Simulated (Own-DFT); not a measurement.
Simulation results for GaP (zincblende, strongly disordered by large displacements), InAs (zincblende, strongly disordered by large displacements)

A calculation, not a measurement: plane-wave PBE density functional theory by an unreviewed code, no spin, of a simulated periodic cell, stress positive in tension, free energy of the whole cell less one offset for each atom, forces on such cells passed a denser k mesh, this cell's mesh not checked; broken bonds can close the gap or carry spin, so checks made on this kind of crystal may not hold here; offsets are fitted by least squares, one for each functional and potential file, so energies compare only between cells with the same atoms and settings and are not formation energies; the far tail of each file's local potential was reset to the Coulomb form; each entry is a single point on an unrelaxed cell, so the pressure reflects the starting lattice, mostly measured values (interpolated for alloys), from which strain is counted, and rises with the displacements; printed positions are rounded, which can move forces by about a meV/angstrom; the program, named Own-DFT, is a retired in-house code; no spin-orbit coupling. Program: Own-DFT development build.

Common to all runs: functional PBE; potential files PseudoDojo norm-conserving, scalar-relativistic, standard set; wave cutoff 42 hartree; occupations Fermi-Dirac; smearing width 0.1 eV; k mesh 3 x 3 x 3 centred on Gamma.

(1) 
```xyz
64
Lattice="10.9010 0.0000 0.0000 0.0000 10.9010 0.0000 0.0000 0.0000 10.9010" Properties=species:S:1:pos:R:3:force_x:R:1:force_y:R:1:force_z:R:1 formula=GaP hardware=one_NVIDIA_H100 free_energy_of_cell_above_offsets=34.755 pressure=18.36 stress_xx=-20.55 stress_yy=-14.32 stress_zz=-20.22 stress_yz=2.14 stress_xz=4.21 stress_xy=1.61 wall_time=681.7
Ga     0.3351    10.0384    10.6633      0.887      4.568     -0.501
Ga    10.3820     3.1450     2.6268       2.91     -5.773      3.425
Ga     2.3582    10.7933     2.3201      0.454      1.467      0.276
Ga     2.6697     2.9264    10.8681     -2.106     -0.229      0.039
P      0.8966     1.4450     1.1624      0.833      0.068     -0.378
P      1.7962     4.5298     4.1295      0.439     -0.279      0.561
P      4.1614     1.4269     4.0723     -0.487     -6.321     -2.074
P      3.9842     4.1975     1.2806     -2.528     -1.183      4.501
Ga     0.0895    10.1758     6.1286      3.618      4.895      -3.02
Ga    10.4208     2.5691     8.2635      -0.88      1.621      0.377
Ga     2.7329     0.0225     7.7886       -0.5      1.381      0.383
Ga     3.3371     2.6490     5.3816     -3.777      5.465      4.095
P      1.3206     2.0201     7.6545      6.452     -2.435     -3.233
P      0.9340     4.3384     9.9235       5.76     -3.106     -3.761
P      4.3376     2.0444     9.5668     -3.269     -4.803      4.343
P      3.9910     4.2744     7.5029      2.852     -3.353     -4.333
Ga    10.3300     5.3355    10.6982      0.289       0.44      0.642
Ga    10.6080     8.3698     2.2811      4.283     -3.806      5.993
Ga     3.3209     6.2529     2.5613     -2.261      -2.63     -5.176
Ga     2.6519     8.6801     0.6736     -1.659      0.351     -4.034
P      1.5156     7.1006     1.2764     -2.306     -3.122      1.326
P      1.5727     9.9666     4.2485     -1.271     -2.078      1.226
P      3.7232     6.6096     4.4885      5.536     -1.794      0.805
P      4.3903     9.3974     1.3566      1.948      1.782      2.668
Ga    10.4586     6.1140     6.0633     -1.755     -3.515      0.562
Ga    10.6361     7.8145     8.3725      3.002      1.686      2.222
Ga     2.7021     5.7040     7.9497      1.081      0.839      5.899
Ga     2.3515     7.2485     5.7453     -0.434      5.569     -1.169
P      1.1199     6.6072     7.1601     -1.321      1.815      4.017
P      1.8774     9.5904     9.4701      2.235      -2.03     -2.143
P      4.5155     6.9239     9.5104     -3.337      -4.52      3.395
P      3.8831     9.1229     6.8752      -2.41       3.37     -4.719
Ga     5.5875     0.0089     0.3960      0.471      3.313     -1.335
Ga     5.8059     2.2251     3.0805     -2.868     -0.623     -1.132
Ga     7.8666    10.6862     2.4663      2.896      1.966     -4.692
Ga     8.1757     3.1052    10.2526      0.798      1.518      3.603
P      6.9366     1.6268     1.5421      2.401     -1.319     -5.214
P      6.5159     3.6125     4.3005      2.101        6.6      3.663
P      9.1408     0.9008     4.1902      1.073     -0.045      0.494
P      9.8170     4.7631     1.6321      0.685      0.537     -1.062
Ga     5.8462    10.7760     5.5759     -4.406      2.672        3.8
Ga     5.5026     2.8180     8.1361      0.405     -2.136     -7.285
Ga     7.6838    10.4046     8.1276      0.506      0.605      0.348
Ga     8.4927     2.9707     5.1252      0.756      -0.33      1.296
P      7.1352     1.5900     7.1842      0.251      -1.38     -2.094
P      6.4235     3.7894     9.5710      0.168      6.248      3.386
P      9.3475     1.6322     9.6682      0.505     -7.081      2.124
P      9.7001     4.2174     7.1711     -2.439      1.574     -3.049
Ga     5.3863     5.1690     0.2350      2.627      2.572     -3.553
Ga     5.6124     8.1111     2.8272      0.121      0.397      1.978
Ga     8.2156     5.5073     2.5484     -5.451      1.395      2.897
Ga     8.6139     8.0608     0.0442     -6.358     -2.679     -1.453
P      6.6699     6.7812     1.2836      2.008      0.124      0.252
P      7.1227    10.0809     4.2010      1.842     -5.255      1.413
P      9.5875     6.2395     4.2869      -2.63       2.28     -4.732
P      9.7160     9.4590     0.8865     -4.837      6.259      2.615
Ga     5.4411     5.4776     5.9856     -2.255     -4.186     -1.937
Ga     5.1294     8.2877     8.1988      4.383      1.562      1.457
Ga     7.9621     5.8180     7.8138     -0.468     -1.307      0.576
Ga     8.1696     7.6161     5.7500      3.305      0.433     -4.107
P      6.3240     7.2834     6.4472     -1.697      1.664      2.509
P      6.5365     9.4153     9.9104       1.65     -1.036     -1.143
P      9.3437     6.6343     9.5479     -3.679      0.942     -2.741
P      9.7167     8.7633     6.7493      -4.14      0.372      0.907
```

Units: free_energy_of_cell_above_offsets in eV; pressure, stress_xx, stress_yy, stress_zz, stress_yz, stress_xz, stress_xy in GPa; wall_time in s; force_x, force_y, force_z in eV/Å.

(2) 
```xyz
64
Lattice="10.9010 0.0000 0.0000 0.0000 10.9010 0.0000 0.0000 0.0000 10.9010" Properties=species:S:1:pos:R:3:force_x:R:1:force_y:R:1:force_z:R:1 formula=GaP hardware=one_NVIDIA_H100 free_energy_of_cell_above_offsets=-3.145 pressure=9.81 stress_xx=-11.13 stress_yy=-9.01 stress_zz=-9.29 stress_yz=-0.27 stress_xz=0.26 stress_xy=-0.07 wall_time=545.3
Ga     0.0636    10.7093     0.0372     -0.729      -0.07     -0.991
Ga     0.0511     3.2775     2.6151      1.397     -4.292      1.739
Ga     2.9319    10.9001     2.5913     -3.028      3.116      2.363
Ga     2.5967     2.6044     0.2866      0.054      2.114      -1.63
P      1.1179     1.3481     1.2737      0.752      0.159      2.617
P      1.4969     4.2022     4.0274     -0.008      0.226      1.158
P      4.3355     1.4919     3.9715      -4.05     -2.917      3.965
P      3.9177     4.3629     1.4650      1.847     -5.091     -1.806
Ga     0.0239     0.2334     5.5592      3.275     -0.292     -1.162
Ga     0.0412     2.3963     8.3015      1.534      4.558     -1.733
Ga     2.7026     0.0114     8.4252     -1.055     -2.454     -1.546
Ga     2.6365     2.7824     5.4576      1.032     -1.223      0.357
P      1.3186     1.1932     7.0216      2.508       1.52     -1.241
P      0.9428     4.1392     9.6363      2.828     -1.025      -1.54
P      3.8016     1.4338     9.5227       3.76      2.061      1.651
P      4.2211     4.1106     6.7358     -0.698     -0.251     -0.784
Ga    10.8803     5.5445     0.1768     -3.932     -1.316      -3.35
Ga     0.1022     8.2182     2.7978      1.128      0.748     -1.586
Ga     2.7033     5.5724     2.6108      0.624      1.556      4.183
Ga     2.9548     8.4051     0.2675     -0.807      -4.62     -1.375
P      1.2712     6.5146     1.4144      1.041      5.849      0.851
P      1.1967     9.8421     3.9546      2.116     -0.907      0.508
P      4.2124     7.1883     4.2328      1.761     -1.717      -3.92
P      4.0889     9.4959     1.5892      2.104      1.463     -1.654
Ga    10.8371     5.3340     5.3984      1.144      3.005      -1.09
Ga     0.3665     8.3676     8.1237     -3.776      1.005      0.692
Ga     2.8280     5.3669     8.0167     -1.626      0.634      1.633
Ga     2.6598     8.1688     5.1185     -4.718      1.397      0.711
P      1.5606     7.0948     6.9484      0.531     -3.524     -3.124
P      1.6195     9.2579     9.7689     -2.333      2.728     -0.862
P      3.8707     6.9266     9.4324      1.942     -0.197      0.763
P      3.6505     9.4349     6.6137      1.202      2.381      1.913
Ga     5.5056     0.1232    10.8896     -0.517     -1.371     -1.132
Ga     5.3584     2.5758     2.5802     -0.578      6.173     -0.154
Ga     8.1955    10.8387     2.5502     -0.005      3.204      2.142
Ga     8.1430     2.7670    10.8257     -0.323     -0.156      0.133
P      6.5776     1.2644     1.6285      3.764     -1.027     -3.964
P      6.6322     4.2015     3.8423      0.824     -1.293      1.255
P      9.5873     1.0807     4.2748     -3.398       4.36     -3.462
P      9.4622     4.1155     1.4558     -2.058      0.648     -2.936
Ga     5.2495    10.4871     5.3810       0.34      2.394     -0.496
Ga     5.5732     2.9116     8.1925     -1.548     -2.284     -0.613
Ga     8.1890     0.2671     7.9420       3.54     -3.696      3.541
Ga     7.9051     2.9537     5.7893     -1.163     -0.451      -5.81
P      6.9922     1.5311     6.9292     -6.146      -0.65     -0.504
P      6.6868     4.3494     9.3512      0.992     -1.055      2.585
P      9.6637     1.4245     9.5168     -4.023      -3.22      3.137
P      9.3833     4.1427     6.4486      2.551       1.64      4.401
Ga     5.3444     5.2382     0.0524      0.419      3.115     -0.824
Ga     5.6041     8.3239     2.4699      2.035     -1.472      2.712
Ga     8.2834     5.4462     2.7672     -0.542     -0.193      0.982
Ga     8.2601     8.1913    10.8654      1.831     -2.268      3.077
P      6.8641     6.6400     1.5705     -1.086      1.069     -2.823
P      6.9086     9.8356     3.9828     -1.118     -3.278      1.594
P      9.5216     7.0278     3.7462     -1.161     -1.612      4.027
P      9.4861     9.6065     1.5187      2.367     -2.778     -3.294
Ga     5.2138     5.4659     5.0937      1.301     -0.502      1.508
Ga     5.3515     8.4450     7.7328      0.806      -1.74      2.502
Ga     8.1724     5.5303     8.1955     -0.604     -2.604     -3.253
Ga     7.9328     8.0412     5.4369      3.519      3.434     -4.153
P      7.0240     6.9725     6.8776     -4.005     -2.053      1.504
P      6.8718     9.2191     9.7825     -4.208      4.622     -3.832
P      9.2329     6.8059     9.3476       5.36      2.989      3.339
P      9.7828     9.8862     6.7052     -2.986     -4.568      3.105
```

Units: free_energy_of_cell_above_offsets in eV; pressure, stress_xx, stress_yy, stress_zz, stress_yz, stress_xz, stress_xy in GPa; wall_time in s; force_x, force_y, force_z in eV/Å.

(3) 
```xyz
64
Lattice="10.9010 0.0000 0.0000 0.0000 10.9010 0.0000 0.0000 0.0000 10.9010" Properties=species:S:1:pos:R:3:force_x:R:1:force_y:R:1:force_z:R:1 formula=GaP hardware=one_NVIDIA_H100 free_energy_of_cell_above_offsets=51.983 pressure=21.81 stress_xx=-22.36 stress_yy=-25.03 stress_zz=-18.03 stress_yz=0.6 stress_xz=1.82 stress_xy=-0.91 wall_time=615
Ga     0.3877     0.4126     0.2110     -3.097     -5.132     -2.319
Ga    10.1206     2.8038     2.0464      1.196     -0.331       0.45
Ga     2.3162    10.5044     2.7705      4.429      3.892      -2.34
Ga     2.7155     2.9321    10.6257      7.697     -2.993     -1.535
P      1.5275     1.8586     0.9162     -0.349      0.494      7.259
P      1.3858     4.0482     4.1268     -2.263      -1.54        2.1
P      3.8093     1.5485     4.0818      -4.49     -9.372     -0.836
P      3.9363     4.7487     1.8764      5.731     -3.929     -5.694
Ga    10.8579     0.7681     6.1369     -2.193     -4.166      2.909
Ga    10.6425     3.0253     8.5611      1.824      4.188     -2.518
Ga     2.7575     0.2906     8.5043      3.723      1.121      0.543
Ga     3.3442     2.8760     5.4131     -2.903      6.084      5.919
P      1.5684     0.9984     7.1861      0.538       5.14     -2.535
P      1.5395     4.4258    10.2559      1.268     -0.979      -5.52
P      4.1555     1.2823     9.5174      5.024      4.567      3.044
P      4.9375     4.7727     7.1080     -2.468      1.049     -1.515
Ga     0.2187     5.7737    10.5624     -9.656       2.06     -4.741
Ga     0.1955     8.0525     1.8639     -0.927     -5.131     -0.071
Ga     2.7631     5.3583     3.2916     -1.967      3.564      3.169
Ga     2.6017     7.5188     0.5383      2.574      5.277      1.869
P      1.1225     6.4840     1.2073      0.437      -5.52      7.676
P      0.9044     9.1908     3.2397     -0.171      1.953      9.186
P      4.4373     7.3713     3.9628     -9.353      0.614      2.251
P      3.7267     9.3662     0.8294      0.071      1.675      1.558
Ga    10.7586     5.5381     5.6274      0.577      0.385     -0.935
Ga     0.2680     7.6701     8.0128     -2.101      5.718     -1.834
Ga     2.3654     5.4111     8.0254      3.313     -7.012      3.832
Ga     2.5925     8.4925     5.5763      0.563      0.847     -2.134
P      1.8883     7.0787     7.1864      3.827      2.905     -6.479
P      2.0786     9.5316     9.1682     -3.951     -7.537      4.385
P      3.5224     6.7110     9.9390      5.371      -3.47       -6.4
P      4.1262     9.9501     6.8249     -4.501      4.146      -1.14
Ga     5.2356     0.0775     0.5996     -2.517     -1.744     -3.328
Ga     5.1848     2.2399     2.9702      6.629      4.683     -5.379
Ga     8.5058    10.8161     2.9487      3.275      3.524     -2.986
Ga     7.8017     2.5316     0.3404      4.017      4.595     -4.841
P      6.7962     1.2072     1.3332     -1.083     -3.227      6.098
P      7.4655     3.6695     4.5976       -2.8      1.501     -2.711
P     10.1027     1.3215     4.4680     -3.417      2.832     -7.263
P      8.8432     4.4813     0.7493      1.197      0.179     -0.052
Ga     5.3169     0.3539     5.4642      0.577     -0.782     -1.404
Ga     5.9611     2.8930     7.6315     -0.869     -0.286      1.919
Ga     8.2605    10.6823     8.7543      4.829       4.29     -2.288
Ga     9.0606     2.9555     5.9796      4.006     -9.227     -0.474
P      6.9693     1.4725     6.3587      2.441     -0.381      0.929
P      7.1090     4.4927     9.3027     -0.331     -4.437      1.276
P     10.0190     1.2997     9.4356     -3.678     -4.346      2.104
P      8.4558     4.7499     6.2728     -1.329       3.82      -5.91
Ga     5.7624     5.4409    10.6223     -3.072      2.491      2.656
Ga     5.9602     8.2549     3.1561      4.233      5.376     -2.535
Ga     8.4577     5.3705     2.8590     -0.228     -9.161     -0.354
Ga     8.6348     8.3581     0.4139     -5.909     -4.264     -5.127
P      6.9812     6.6387     2.2000     -1.805      1.273     -4.317
P      7.4697     9.6959     4.2273     -5.336     -1.318      2.904
P      9.2295     6.9962     3.5748      3.341       5.62      3.488
P      9.8373     9.4367     1.4823     -1.093      11.34      0.826
Ga     5.4727     5.8827     4.8456      2.791     -4.826      2.981
Ga     5.3095     8.4413     7.0976      5.226     -5.672      2.106
Ga     8.4018     5.5639     8.0293      6.256      2.066      8.894
Ga     7.9458     7.9944     5.5813      0.821     -1.201     -0.446
P      6.9880     6.5792     7.0813     -6.632      4.092     -3.778
P      6.8419     9.4283     9.1617     -4.538     -4.009       2.42
P      9.7666     7.2198     9.2703     -5.056     -2.392      5.022
P      9.6667     9.1981     6.2316      2.283      1.022      1.966
```

Units: free_energy_of_cell_above_offsets in eV; pressure, stress_xx, stress_yy, stress_zz, stress_yz, stress_xz, stress_xy in GPa; wall_time in s; force_x, force_y, force_z in eV/Å.

(4) 
```xyz
64
Lattice="12.1166 0.0000 0.0000 0.0000 12.1166 0.0000 0.0000 0.0000 12.1166" Properties=species:S:1:pos:R:3 formula=InAs hardware=one_NVIDIA_H200
In     0.1320     0.6108    11.9460
In    11.7994     2.7404     3.7249
In     3.5095    12.0863     2.9672
In     3.0347     3.1052    12.0534
As     2.0143     1.9861     1.7154
As     1.3640     4.5670     4.6244
As     4.6865     1.5975     4.4741
As     4.5544     4.2200     1.1162
In     0.1106     0.3649     5.4961
In     0.0879     3.2754     9.5276
In     2.8024    11.7208     9.8658
In     2.6608     3.3289     5.9392
As     1.8044     1.3364     7.1262
As     1.4756     4.4268    10.8283
As     4.2245     1.8831    10.6361
As     4.9775     4.4452     8.2192
In    11.8514     5.7603    11.9341
In    11.2392     9.4164     3.3557
In     2.8961     6.2396     3.3394
In     3.4907     9.1637    11.6453
As     1.3964     7.4125     2.2180
As     1.2481    10.9839     4.3100
As     4.0276     7.6724     4.5567
As     4.9548    11.0553     1.4202
In     0.1251     5.8723     5.9159
In    11.9711     9.0068     8.5108
In     2.5980     6.1869     8.4733
In     3.1352     8.7955     6.2214
As     0.7350     7.2876     7.4954
As     1.1720    10.4401    10.6688
As     4.0143     7.6484     9.8788
As     4.8385    10.7872     8.0547
In     6.3432     0.1133    12.0546
In     5.9796     3.0778     3.4350
In     8.8423    12.0219     2.6597
In     9.4071     3.3545    12.0834
As     7.6412     1.6005     1.9353
As     7.2988     4.5968     4.9364
As    10.2432     1.2956     4.4020
As    11.0378     4.2444     1.3559
In     6.2209     0.0179     6.0898
In     6.2508     2.7125     8.5817
In     8.4367     0.2894     9.8499
In     8.8812     2.6105     6.3568
As     7.2250     0.8125     7.9619
As     7.9310     4.4122    10.5343
As    10.2034     1.0050    10.9984
As    10.2409     5.1427     7.1870
In     6.0058     5.9584     0.0571
In     5.8586     8.9117     2.5397
In     9.3114     6.2015     2.7607
In     8.5364     8.6372    11.4804
As     7.4524     7.6872     1.5893
As     7.2961    10.7844     3.7879
As    10.6119     7.0573     5.0771
As    10.7782    10.5638     1.1323
In     5.7428     6.1195     5.8243
In     5.5975     9.1054     9.3186
In     9.1602     6.0270     9.0328
In     9.0589     8.9898     6.3537
As     7.6879     6.9679     6.4875
As     7.6659    10.6614    10.9924
As    10.3077     7.7923    10.4356
As    10.7717    10.9104     7.4595
```

Question: Estimate the pressure of InAs (zincblende, strongly disordered by large displacements) (entry 4).
Answer: 14.59 GPa

Question: Estimate the stress xx of InAs (zincblende, strongly disordered by large displacements) (entry 4).
Answer: -15.91 GPa

Question: Give the table of force values for InAs (zincblende, strongly disordered by large displacements) (entry 4).
Answer: 
Force:
```csv
element,x (eV/Å),y (eV/Å),z (eV/Å)
In,3.863,-1.198,2.628
In,3.842,3.688,-3.169
In,-3.297,0.854,1.148
In,-3.475,0.585,-0.142
As,-2.875,-2.563,2.65
As,0.103,-0.772,-5.826
As,-3.426,-2.619,4.032
As,3.666,3.128,4.773
In,-1.487,1.657,4.22
In,-3.682,-3.497,-4.431
In,4.122,4.173,-2.77
In,4.462,-3.01,3.271
As,-0.314,-0.36,2.224
As,2.811,4.119,0.046
As,3.845,-4.628,-4.187
As,-4.467,5.816,-2.077
In,0.766,4.485,-0.956
In,1.068,-0.832,0.432
In,0.586,-6.617,-2.161
In,-1.428,1.629,3.18
As,-4.347,3.362,-4.324
As,3.719,-4.57,-2.832
As,6.391,0.961,-1.572
As,-1.218,-3.575,-0.579
In,1.391,-3.457,0.55
In,-2.134,4.907,3.707
In,1.465,-2.953,0.982
In,-3.028,4.307,4.922
As,3.479,0.256,0.377
As,-3.577,-3.232,1.722
As,-1.352,-4.644,1.604
As,-2.438,3.323,-3.77
In,-1.14,4.882,0.541
In,2.512,3.039,-3.665
In,6.329,-3.057,-1.057
In,-1.615,-2.983,0.053
As,-2.879,5.333,-3.698
As,3.052,-1.939,-1.83
As,-4.464,-1.897,1.496
As,0.163,-0.494,5.252
In,-2.174,-2.138,-4.681
In,0.523,0.182,3.072
In,0.938,1.126,-3.301
In,0.113,1.049,0.181
As,3.044,-1.322,-0.93
As,-2.956,0.538,-1.212
As,1.103,3.47,0.683
As,0.359,-3.739,-1.368
In,0.626,0.042,-0.951
In,-3.771,2.628,3.009
In,0.428,-1.022,0.916
In,-1.705,-1.347,3.849
As,3.48,-3.36,-2.747
As,-2.579,-2.612,4.067
As,-5.572,4.63,-4.107
As,-0.97,0.625,-0.167
In,-6.622,-0.551,0.495
In,6.066,-0.054,0.883
In,-1.617,1.216,1.491
In,0.865,2.208,-0.259
As,3.998,1.546,2.946
As,-2.335,-3.296,-0.329
As,5.065,-2.049,-1.764
As,-1.297,0.627,-0.539
```

Further results for InAs (zincblende, strongly disordered by large displacements) (entry 4):

* free energy of cell above offsets: 29.828 eV
* stress yy: -15.97 GPa
* stress zz: -11.9 GPa
* stress yz: -1.09 GPa
* stress xz: -0.28 GPa
* stress xy: 1.7 GPa
* wall time: 1244 s
